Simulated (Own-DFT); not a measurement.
Si12O23 (quartz with two neutral oxygen vacancies, atoms displaced) (calculated)

Computed with Own-DFT development build. A calculation, not a measurement: plane-wave PBE and HSE06 DFT by an unreviewed code, no spin, of a simulated cell at Gamma alone, so results move with cell size and shape, stress positive in tension, energies less offsets, not probed for a lower state with spin; oxygen file: force components 24 meV/angstrom off all-electron in a glass; k mesh not checked against a denser one; forces and stress are PBE's, HSE06 gives the energy alone, and its difference from PBE has offsets of its own; offsets are fitted by least squares, one for each functional and potential file, so energies compare only between cells with the same atoms and settings and are not formation energies; the far tail of each file's local potential was reset to the Coulomb form; each entry is a single point on an unrelaxed cell, so the pressure reflects the starting lattice, mostly measured values (interpolated for alloys), from which strain is counted, and rises with the displacements; printed positions are rounded, which can move forces by about a meV/angstrom; the program, named Own-DFT, is a retired in-house code; no spin-orbit coupling.

Common to all runs: first functional PBE; second functional HSE06; exact exchange share 0.25; screening 0.11 1/bohr; exchange divergence Gygi-Baldereschi; potential files PseudoDojo norm-conserving, scalar-relativistic, made for PBE, standard set; wave cutoff 48 hartree; occupations fixed; k mesh 1 x 1 x 1 centred on Gamma.

(1) 
```cif
# cell vector a (Å): 9.8268 0.0000 0.0000
# cell vector b (Å): -4.9134 8.5103 0.0000
# cell vector c (Å): 0.0000 0.0000 10.8104
data_Si12O23
_symmetry_space_group_name_H-M 'P 1'
_symmetry_Int_Tables_number 1
_cell_length_a 9.8268
_cell_length_b 9.8268
_cell_length_c 10.8104
_cell_angle_alpha 90.000
_cell_angle_beta 90.000
_cell_angle_gamma 120.000
_cell_volume 904.06
loop_
_atom_site_label
_atom_site_type_symbol
_atom_site_fract_x
_atom_site_fract_y
_atom_site_fract_z
_atom_site_occupancy
Si1 Si 0.22946 0.00347 0.99917 1
Si2 Si 0.00667 0.23923 0.32449 1
Si3 Si 0.27287 0.26439 0.15822 1
O1 O 0.20594 0.13426 0.05531 1
O2 O 0.42070 0.28958 0.22678 1
O3 O 0.36697 0.06809 0.39278 1
O4 O 0.07997 0.36912 0.44736 1
O5 O 0.13116 0.20125 0.27081 1
O6 O 0.29680 0.42889 0.11010 1
Si4 Si 0.23765 0.00404 0.49966 1
Si5 Si 0.99944 0.23978 0.83601 1
Si6 Si 0.26553 0.26475 0.66139 1
O7 O 0.20389 0.13707 0.56275 1
O8 O 0.42204 0.28679 0.72308 1
O9 O 0.37085 0.07269 0.89756 1
O10 O 0.06952 0.36904 0.94300 1
O11 O 0.13131 0.20480 0.77636 1
O12 O 0.28240 0.42424 0.60215 1
Si7 Si 0.23518 0.50293 0.99932 1
Si8 Si 0.01002 0.72953 0.33084 1
Si9 Si 0.25791 0.76337 0.16826 1
O13 O 0.20465 0.62846 0.05892 1
O14 O 0.42639 0.79985 0.21902 1
O15 O 0.36774 0.57221 0.39334 1
O16 O 0.06210 0.85438 0.44589 1
O17 O 0.13286 0.70938 0.27101 1
O18 O 0.28845 0.92338 0.10112 1
Si10 Si 0.22935 0.49670 0.51394 1
Si11 Si 0.99513 0.73970 0.83640 1
Si12 Si 0.26690 0.77219 0.66268 1
O19 O 0.19908 0.63001 0.56074 1
O20 O 0.41498 0.78525 0.72383 1
O21 O 0.36547 0.56870 0.88916 1
O22 O 0.06374 0.85784 0.94155 1
O23 O 0.12959 0.70126 0.76710 1
O24 O 0.28751 0.92931 0.60956 1
Si13 Si 0.73556 0.99423 0.99702 1
Si14 Si 0.50609 0.23403 0.33623 1
Si15 Si 0.75583 0.25833 0.16212 1
O25 O 0.70245 0.13016 0.05875 1
O26 O 0.93260 0.28723 0.22433 1
O27 O 0.87348 0.07464 0.38675 1
O28 O 0.57053 0.35895 0.44091 1
O29 O 0.63530 0.20850 0.28073 1
O30 O 0.79986 0.43742 0.11428 1
Si16 Si 0.73351 0.00518 0.50376 1
Si17 Si 0.49085 0.22913 0.84009 1
Si18 Si 0.76113 0.26216 0.66886 1
O31 O 0.93212 0.30337 0.72162 1
O32 O 0.86289 0.07451 0.88892 1
O33 O 0.57609 0.37408 0.94421 1
O34 O 0.62964 0.21233 0.76697 1
Si19 Si 0.74296 0.51116 0.99349 1
Si20 Si 0.49357 0.74051 0.32657 1
Si21 Si 0.77337 0.77463 0.16554 1
O35 O 0.71338 0.63899 0.05770 1
O36 O 0.92117 0.79110 0.22415 1
O37 O 0.86222 0.57017 0.38973 1
O38 O 0.55897 0.84910 0.43334 1
O39 O 0.64010 0.71191 0.27549 1
O40 O 0.79301 0.93167 0.10146 1
Si22 Si 0.74123 0.51172 0.49139 1
Si23 Si 0.50161 0.73060 0.83380 1
Si24 Si 0.76431 0.76545 0.66646 1
O41 O 0.70607 0.63918 0.55871 1
O42 O 0.92339 0.79217 0.71993 1
O43 O 0.87340 0.57020 0.89186 1
O44 O 0.56794 0.86429 0.93442 1
O45 O 0.64114 0.70261 0.77526 1
O46 O 0.79375 0.92025 0.59852 1
_calc_PBE_energy_of_cell_above_offsets '-16.182'  # eV
_calc_HSE06_less_PBE_above_offsets '0.317'  # eV
_calc_PBE_pressure 8.12  # GPa
_calc_PBE_stress_xx -8.72  # GPa
_calc_PBE_stress_yy -7.05  # GPa
_calc_PBE_stress_zz -8.58  # GPa
_calc_PBE_stress_yz -1.1  # GPa
_calc_PBE_stress_xz -0.19  # GPa
_calc_PBE_stress_xy 0.44  # GPa
```

Force:
| element | x (eV/Å) | y (eV/Å) | z (eV/Å) |
| --- | --- | --- | --- |
| Si | 1.619 | -3.346 | -0.892 |
| Si | 1.087 | -0.479 | 6.111 |
| Si | -3.921 | 0.887 | 3.219 |
| O | -1.404 | 0.334 | -0.793 |
| O | 3.868 | -0.225 | 1.662 |
| O | 0.123 | 0.076 | -0.389 |
| O | -2.132 | -3.158 | -3.111 |
| O | 3.278 | 0.125 | -2.173 |
| O | -0.609 | 0.805 | -1.499 |
| Si | -2.534 | -1.246 | -0.326 |
| Si | 0.348 | 0.132 | -2.029 |
| Si | -2.037 | 1.854 | 3.544 |
| O | 0.729 | -3.342 | -3.482 |
| O | 1.082 | 0.211 | 1.364 |
| O | -1.321 | -2.769 | 1.176 |
| O | -0.05 | 0.028 | 0.34 |
| O | 0.536 | 0.528 | -0.568 |
| O | 6.596 | -3.91 | 7.444 |
| Si | 1.878 | -2.007 | 0.052 |
| Si | -9.158 | 1.91 | 2.895 |
| Si | 2.745 | 0.596 | -3.84 |
| O | -1.72 | 2.391 | 1.648 |
| O | -0.752 | 0.349 | -0.915 |
| O | -1.158 | -0.135 | 0.397 |
| O | 1.636 | 1.454 | -0.091 |
| O | 4.05 | -1.803 | -0.795 |
| O | -0.418 | 0.102 | 0.387 |
| Si | -2.321 | 4.969 | -9.236 |
| Si | 2.508 | -2.658 | -5.611 |
| Si | -1.793 | -3.218 | 0.279 |
| O | -1.104 | 1.991 | 0.514 |
| O | 4.302 | 0.357 | 2.048 |
| O | -0.06 | -0.618 | 0.403 |
| O | 0.505 | 3.919 | 2.967 |
| O | -2.214 | 0.86 | 1.578 |
| O | 0.141 | 1.659 | -0.284 |
| Si | -3.281 | 1.73 | -1.945 |
| Si | -4.037 | -0.411 | -1.032 |
| Si | 2.125 | 3.197 | 2.218 |
| O | 0.007 | -1.352 | -1.386 |
| O | -5.471 | 1.515 | -4.466 |
| O | -1.588 | -1.033 | 1.666 |
| O | 0.162 | 2.676 | 1.839 |
| O | 3.174 | -0.651 | -2.245 |
| O | -0.336 | -1.166 | -0.97 |
| Si | -0.984 | 0.814 | -2.035 |
| Si | 1.66 | 4.798 | -2.674 |
| Si | 1.052 | 1.292 | -5.224 |
| O | 0.683 | -0.283 | 1.298 |
| O | 0.039 | -0.293 | -0.117 |
| O | -0.657 | -1.851 | -1.341 |
| O | -1.968 | -1.184 | 2.946 |
| Si | 0.135 | -2.091 | 3.407 |
| Si | 2.418 | -5.927 | -1.627 |
| Si | -3.525 | -2.135 | 0.203 |
| O | -0.755 | 1.161 | -0.214 |
| O | 5.523 | 0.32 | 2.435 |
| O | 3.145 | 1.645 | -3.72 |
| O | 1.367 | 6.875 | 5.968 |
| O | -1.011 | 0.415 | -1.019 |
| O | 2.079 | -0.983 | 2.162 |
| Si | -2.525 | -4.109 | 4.985 |
| Si | -0.812 | -0.293 | -2.87 |
| Si | -0.28 | 0.346 | -1.429 |
| O | 0.292 | -2.034 | -1.557 |
| O | 2.576 | 0.346 | 2.06 |
| O | 0.411 | 0.097 | -1.08 |
| O | 0.602 | 1.423 | 1.397 |
| O | -2.497 | -0.313 | 1.781 |
| O | -0.047 | 0.832 | 0.592 |

(2) 
```cif
# cell vector a (Å): 9.8268 0.0000 0.0000
# cell vector b (Å): -4.9134 8.5103 0.0000
# cell vector c (Å): 0.0000 0.0000 10.8104
data_Si12O23
_symmetry_space_group_name_H-M 'P 1'
_symmetry_Int_Tables_number 1
_cell_length_a 9.8268
_cell_length_b 9.8268
_cell_length_c 10.8104
_cell_angle_alpha 90.000
_cell_angle_beta 90.000
_cell_angle_gamma 120.000
_cell_volume 904.06
loop_
_atom_site_label
_atom_site_type_symbol
_atom_site_fract_x
_atom_site_fract_y
_atom_site_fract_z
_atom_site_occupancy
Si1 Si 0.23432 0.99288 0.99703 1
Si2 Si 0.99805 0.23126 0.33075 1
Si3 Si 0.26018 0.25122 0.16552 1
O1 O 0.21233 0.13767 0.05906 1
O2 O 0.43076 0.29097 0.21736 1
O3 O 0.36836 0.08225 0.39525 1
O4 O 0.07804 0.37028 0.44008 1
O5 O 0.12761 0.20695 0.26903 1
Si4 Si 0.23611 0.00310 0.50260 1
Si5 Si 0.99758 0.23045 0.83110 1
Si6 Si 0.26330 0.26601 0.67760 1
O6 O 0.20985 0.13146 0.55211 1
O7 O 0.42128 0.29089 0.72023 1
O8 O 0.37266 0.08090 0.88925 1
O9 O 0.07440 0.37193 0.93516 1
O10 O 0.13290 0.20206 0.77581 1
O11 O 0.29630 0.42882 0.59977 1
Si7 Si 0.23755 0.49475 0.00626 1
Si8 Si 0.00925 0.73420 0.32013 1
Si9 Si 0.26723 0.76300 0.16404 1
O12 O 0.42459 0.79108 0.22940 1
O13 O 0.35588 0.56690 0.39827 1
O14 O 0.06690 0.87114 0.44173 1
O15 O 0.12736 0.70438 0.27272 1
O16 O 0.30351 0.93808 0.10969 1
Si10 Si 0.22720 0.49433 0.49856 1
Si11 Si 0.00126 0.74373 0.83193 1
Si12 Si 0.26977 0.77001 0.67029 1
O17 O 0.20060 0.63349 0.55515 1
O18 O 0.43124 0.79077 0.72692 1
O19 O 0.37138 0.56823 0.89288 1
O20 O 0.06557 0.87112 0.93988 1
O21 O 0.14160 0.70795 0.77524 1
O22 O 0.28492 0.91456 0.60466 1
Si13 Si 0.73565 0.00633 0.99678 1
Si14 Si 0.50017 0.24031 0.33173 1
Si15 Si 0.76230 0.26356 0.16778 1
O23 O 0.71032 0.13582 0.06132 1
O24 O 0.92574 0.29149 0.22147 1
O25 O 0.86735 0.07008 0.39230 1
O26 O 0.56942 0.36758 0.44150 1
O27 O 0.64103 0.21445 0.28086 1
O28 O 0.79416 0.43604 0.10299 1
Si16 Si 0.74284 0.00215 0.50439 1
Si17 Si 0.49469 0.23462 0.82496 1
Si18 Si 0.75081 0.26065 0.65747 1
O29 O 0.70755 0.13204 0.57117 1
O30 O 0.92755 0.29746 0.73343 1
O31 O 0.86490 0.08130 0.89281 1
O32 O 0.57750 0.37976 0.94643 1
O33 O 0.63930 0.20993 0.77834 1
O34 O 0.79009 0.41962 0.60804 1
Si19 Si 0.73950 0.51360 0.00715 1
Si20 Si 0.50259 0.72820 0.34024 1
Si21 Si 0.76455 0.76778 0.16324 1
O35 O 0.69741 0.62437 0.06339 1
O36 O 0.92140 0.79240 0.22795 1
O37 O 0.87234 0.57504 0.39214 1
O38 O 0.57739 0.86514 0.43582 1
O39 O 0.63976 0.71154 0.27619 1
O40 O 0.79523 0.92099 0.11043 1
Si22 Si 0.72973 0.49916 0.50271 1
Si23 Si 0.51192 0.74141 0.83341 1
Si24 Si 0.76126 0.77065 0.66528 1
O41 O 0.70789 0.63209 0.55773 1
O42 O 0.92012 0.79081 0.72234 1
O43 O 0.86364 0.57721 0.89340 1
O44 O 0.57117 0.87445 0.93632 1
O45 O 0.62629 0.70801 0.76884 1
O46 O 0.79821 0.92596 0.60806 1
_calc_PBE_energy_of_cell_above_offsets '-15.261'  # eV
_calc_HSE06_less_PBE_above_offsets '0.204'  # eV
_calc_PBE_pressure 9.33  # GPa
_calc_PBE_stress_xx -11.43  # GPa
_calc_PBE_stress_yy -9.12  # GPa
_calc_PBE_stress_zz -7.45  # GPa
_calc_PBE_stress_yz -0.12  # GPa
_calc_PBE_stress_xz 2.04  # GPa
_calc_PBE_stress_xy 1.65  # GPa
```

Force:
| element | x (eV/Å) | y (eV/Å) | z (eV/Å) |
| --- | --- | --- | --- |
| Si | 0.075 | 2.897 | 0.312 |
| Si | -1.468 | 2.21 | 1.028 |
| Si | -1.239 | 5.554 | 1.067 |
| O | 0.601 | -4.616 | -4.156 |
| O | -0.213 | 0.289 | 0.251 |
| O | 0.531 | -0.837 | -0.352 |
| O | -3.574 | -5.26 | -3.205 |
| O | 1.908 | -0.807 | -0.136 |
| Si | 0.757 | -3.94 | -2.641 |
| Si | -0.376 | 4.041 | 0.195 |
| Si | -2.305 | 0.728 | -7.662 |
| O | -3.131 | 4.892 | 4.542 |
| O | 3.308 | 0.98 | 0.845 |
| O | -1.774 | -3.332 | 1.681 |
| O | 0.191 | -0.291 | 0.255 |
| O | -0.807 | -1.353 | 1.57 |
| O | 1.314 | -2.345 | 2.942 |
| Si | 0.794 | 0.073 | 1.52 |
| Si | -10.43 | 1.799 | 8.038 |
| Si | 0.25 | -1.781 | -1.624 |
| O | 1.483 | -0.033 | 1.237 |
| O | 3.131 | 2.475 | -3.355 |
| O | 1.136 | -0.818 | -1.733 |
| O | 9.58 | -1.076 | -4.496 |
| O | 0.134 | -0.978 | 0.1 |
| Si | 0.041 | 3.559 | 3.716 |
| Si | 0.91 | -3.472 | -1.199 |
| Si | 1.897 | -4.159 | -1.681 |
| O | 0.361 | 0.651 | 1.351 |
| O | -0.669 | 0.736 | -0.775 |
| O | 0.197 | 1.235 | 0.182 |
| O | 0.392 | 0.832 | 0.556 |
| O | -3.175 | 0.191 | 2.485 |
| O | -0.624 | 3.678 | -0.937 |
| Si | 0.791 | -1.966 | 2.08 |
| Si | 0.469 | -0.391 | 0.398 |
| Si | -0.791 | 3.147 | -0.631 |
| O | -0.913 | -0.22 | -0.209 |
| O | 0.868 | 0.07 | 0.814 |
| O | -0.24 | -0.014 | 0.538 |
| O | -0.382 | 0.156 | 0.128 |
| O | -0.198 | -0.347 | -0.05 |
| O | 3.221 | -3.339 | 3.797 |
| Si | -2.178 | -0.713 | -1.911 |
| Si | 3.21 | 4.265 | 3.53 |
| Si | 3.603 | 3.202 | 8.962 |
| O | 1.514 | -6.837 | -6.164 |
| O | -2.218 | -0.338 | -2.704 |
| O | 0.208 | -2.758 | 0.584 |
| O | -1.145 | -3.158 | -3.187 |
| O | -1.587 | -0.31 | -0.141 |
| O | -1.963 | 3.97 | -2.242 |
| Si | 1.933 | -4.512 | -5.434 |
| Si | -2.104 | -1.289 | -2.177 |
| Si | 1.214 | -4.476 | 2.574 |
| O | -4.226 | 5.508 | 2.896 |
| O | 0.897 | 0.414 | -0.986 |
| O | -0.963 | -0.851 | 0.89 |
| O | 0.758 | 2.734 | 3.064 |
| O | -0.18 | -0.891 | 0.102 |
| O | -3.141 | 5.777 | -4.346 |
| Si | 3.599 | 0.243 | -2.736 |
| Si | -6.01 | -2.277 | 2.399 |
| Si | 2.221 | -4.866 | 0.208 |
| O | -2.059 | 2.47 | 1.92 |
| O | 1.071 | 0.553 | 0.728 |
| O | 0.904 | 1.793 | -0.769 |
| O | 0.596 | 0.835 | 1.102 |
| O | 5.026 | -0.757 | -1.912 |
| O | -1.016 | 3.452 | -1.043 |

(3) 
```cif
# cell vector a (Å): 9.8268 0.0000 0.0000
# cell vector b (Å): -4.9134 8.5103 0.0000
# cell vector c (Å): 0.0000 0.0000 10.8104
data_Si12O23
_symmetry_space_group_name_H-M 'P 1'
_symmetry_Int_Tables_number 1
_cell_length_a 9.8268
_cell_length_b 9.8268
_cell_length_c 10.8104
_cell_angle_alpha 90.000
_cell_angle_beta 90.000
_cell_angle_gamma 120.000
_cell_volume 904.06
loop_
_atom_site_label
_atom_site_type_symbol
_atom_site_fract_x
_atom_site_fract_y
_atom_site_fract_z
_atom_site_occupancy
Si1 Si 0.22977 0.99890 0.00077 1
Si2 Si 0.99324 0.22656 0.33343 1
Si3 Si 0.26960 0.27053 0.16954 1
O1 O 0.21356 0.13947 0.06538 1
O2 O 0.43644 0.29382 0.22590 1
O3 O 0.36907 0.07249 0.38640 1
O4 O 0.07696 0.36512 0.44835 1
O5 O 0.13533 0.21304 0.27266 1
O6 O 0.29754 0.42700 0.10371 1
Si4 Si 0.23202 0.00026 0.50274 1
Si5 Si 0.00292 0.24041 0.83977 1
Si6 Si 0.26337 0.25608 0.67270 1
O7 O 0.21253 0.14862 0.56003 1
O8 O 0.43323 0.29012 0.72953 1
O9 O 0.36309 0.06959 0.89210 1
O10 O 0.08314 0.36745 0.94495 1
O11 O 0.13193 0.20325 0.78211 1
O12 O 0.29069 0.42774 0.60572 1
Si7 Si 0.22661 0.50253 0.99237 1
Si8 Si 0.00761 0.74113 0.33152 1
Si9 Si 0.25858 0.75499 0.16026 1
O13 O 0.21309 0.64592 0.05759 1
O14 O 0.42865 0.80304 0.21914 1
O15 O 0.36884 0.57723 0.39204 1
O16 O 0.08465 0.87051 0.43686 1
O17 O 0.13980 0.71248 0.27766 1
O18 O 0.30087 0.93079 0.11193 1
Si10 Si 0.23253 0.50292 0.49981 1
Si11 Si 0.00217 0.74375 0.83482 1
Si12 Si 0.26670 0.76211 0.66903 1
O19 O 0.20280 0.63725 0.56195 1
O20 O 0.42798 0.79774 0.73542 1
O21 O 0.37077 0.57574 0.89138 1
O22 O 0.06863 0.86321 0.94107 1
O23 O 0.13428 0.71779 0.77680 1
O24 O 0.28366 0.91979 0.60225 1
Si13 Si 0.72526 0.99783 0.00065 1
Si14 Si 0.51120 0.23923 0.33897 1
Si15 Si 0.76299 0.26930 0.16764 1
O25 O 0.71455 0.13373 0.06656 1
O26 O 0.92132 0.29742 0.22957 1
O27 O 0.86782 0.06981 0.39087 1
O28 O 0.56523 0.36433 0.43860 1
O29 O 0.62930 0.20143 0.28080 1
O30 O 0.79275 0.42503 0.11027 1
Si16 Si 0.74789 0.01088 0.50274 1
Si17 Si 0.49163 0.22906 0.82961 1
Si18 Si 0.75395 0.26384 0.65763 1
O31 O 0.71216 0.12949 0.56102 1
O32 O 0.92483 0.28350 0.72136 1
O33 O 0.85355 0.06265 0.88962 1
O34 O 0.57125 0.37271 0.94746 1
O35 O 0.63790 0.20916 0.76510 1
Si19 Si 0.73340 0.49804 0.00617 1
Si20 Si 0.50221 0.73453 0.32904 1
Si21 Si 0.76274 0.77043 0.15912 1
O36 O 0.70245 0.63363 0.06447 1
O37 O 0.93449 0.79903 0.22913 1
O38 O 0.87590 0.57992 0.39028 1
O39 O 0.57438 0.87119 0.44317 1
O40 O 0.63867 0.70536 0.27088 1
O41 O 0.79625 0.93287 0.10223 1
Si22 Si 0.72768 0.49548 0.49837 1
Si23 Si 0.50032 0.73733 0.82399 1
Si24 Si 0.76790 0.76158 0.66535 1
O42 O 0.92812 0.79300 0.72223 1
O43 O 0.86933 0.56888 0.89569 1
O44 O 0.56940 0.86943 0.94040 1
O45 O 0.62903 0.70081 0.77441 1
O46 O 0.79340 0.92761 0.60894 1
_calc_PBE_stress_yy ?
_calc_PBE_stress_xx ?
```

## Withheld values
1. Si12O23 (quartz with two neutral oxygen vacancies, atoms displaced) (entry 3): PBE stress yy?
2. Si12O23 (quartz with two neutral oxygen vacancies, atoms displaced) (entry 3): PBE stress xx?

Answers
1. -8.58 GPa
2. -6.66 GPa

Further results for Si12O23 (quartz with two neutral oxygen vacancies, atoms displaced) (entry 3):

- PBE energy of cell above offsets: -16.689 eV
- HSE06 less PBE above offsets: 0.249 eV
- PBE pressure: 7.89 GPa
- PBE stress zz: -8.43 GPa
- PBE stress yz: -3.73 GPa
- PBE stress xz: -0.94 GPa
- PBE stress xy: -0.53 GPa

Force:
| element | x (eV/Å) | y (eV/Å) | z (eV/Å) |
| --- | --- | --- | --- |
| Si | 1.7 | 0.492 | 2.651 |
| Si | 0.91 | 4.872 | -0.572 |
| Si | 2.042 | 0.641 | 0.664 |
| O | -0.088 | -1.907 | -1.825 |
| O | -1.093 | 0.369 | -0.242 |
| O | -1.39 | -0.751 | 2.538 |
| O | -2.082 | -2.951 | -2.572 |
| O | -0.488 | -0.532 | 0.717 |
| O | -1.811 | 2.084 | -1.371 |
| Si | 1.714 | 3.313 | -2.393 |
| Si | -2.529 | -3.845 | -2.493 |
| Si | -1.707 | 5.102 | 1.295 |
| O | 1.025 | -4.196 | -2.984 |
| O | -4.645 | 1.808 | -4.557 |
| O | -0.202 | -0.561 | -0.094 |
| O | -4.516 | -4.316 | -1.737 |
| O | 1.436 | 0.023 | -0.374 |
| O | 1.356 | -1.14 | 2.016 |
| Si | 7.058 | 5.18 | 4.288 |
| Si | -0.534 | -0.191 | 0.14 |
| Si | -0.315 | 7.549 | 7.055 |
| O | 0.252 | -6.716 | -6.783 |
| O | 2.143 | -1.261 | 1.509 |
| O | -0.582 | -0.802 | 0.464 |
| O | -2.138 | -0.552 | 0.263 |
| O | 1.645 | -0.96 | -1.179 |
| O | -1.748 | 0.161 | -1.899 |
| Si | 1.704 | 0.735 | 0.502 |
| Si | -1.135 | -4.079 | -0.815 |
| Si | -1.846 | 1.687 | 0.32 |
| O | 0.508 | -1.277 | -0.866 |
| O | -4.076 | 2.02 | -4.677 |
| O | -1.117 | -0.489 | 0.161 |
| O | -0.406 | 2.359 | 2.319 |
| O | 2.203 | -0.478 | -0.752 |
| O | 1.534 | -0.137 | 2.249 |
| Si | 1.468 | 0.539 | -1.088 |
| Si | -4.73 | -3.361 | -2.975 |
| Si | -0.06 | -3.15 | 2.309 |
| O | -1.68 | 1.177 | 0.066 |
| O | 2.026 | -0.054 | 1.338 |
| O | 0.207 | -1.474 | 0.166 |
| O | -0.446 | 3.106 | 2.91 |
| O | 4.566 | 0.186 | -2.471 |
| O | -0.479 | 2.165 | -0.431 |
| Si | -0.688 | -5.369 | -1.872 |
| Si | 5.608 | 0.691 | 5.548 |
| Si | 3.179 | 4.583 | -1.446 |
| O | -2.284 | 1.234 | -0.226 |
| O | -0.539 | 0.723 | 0.462 |
| O | 1.218 | 2.582 | -0.591 |
| O | -0.613 | -3.005 | -2.453 |
| O | -4.085 | -1.342 | 4.109 |
| Si | -0.162 | 1.59 | -1.6 |
| Si | -0.99 | 2.702 | 0.054 |
| Si | 2.909 | 0.919 | 3.095 |
| O | 0.768 | -1.65 | -1.995 |
| O | -2.91 | 0.507 | -2.545 |
| O | -1.813 | -2.385 | 1.897 |
| O | 0.928 | -0.316 | -0.841 |
| O | -1.203 | 0.089 | 0.891 |
| O | 0.683 | -0.283 | 0.94 |
| Si | 2.461 | 2.069 | 2.288 |
| Si | 2.736 | -1.234 | 6.612 |
| Si | -1.976 | -1.657 | -1.84 |
| O | 1.171 | 0.667 | 0.77 |
| O | -0.253 | 1.119 | 0.061 |
| O | -1.17 | -2.099 | -1.388 |
| O | 2.18 | 0.146 | -1.469 |
| O | 1.194 | -0.67 | 0.741 |
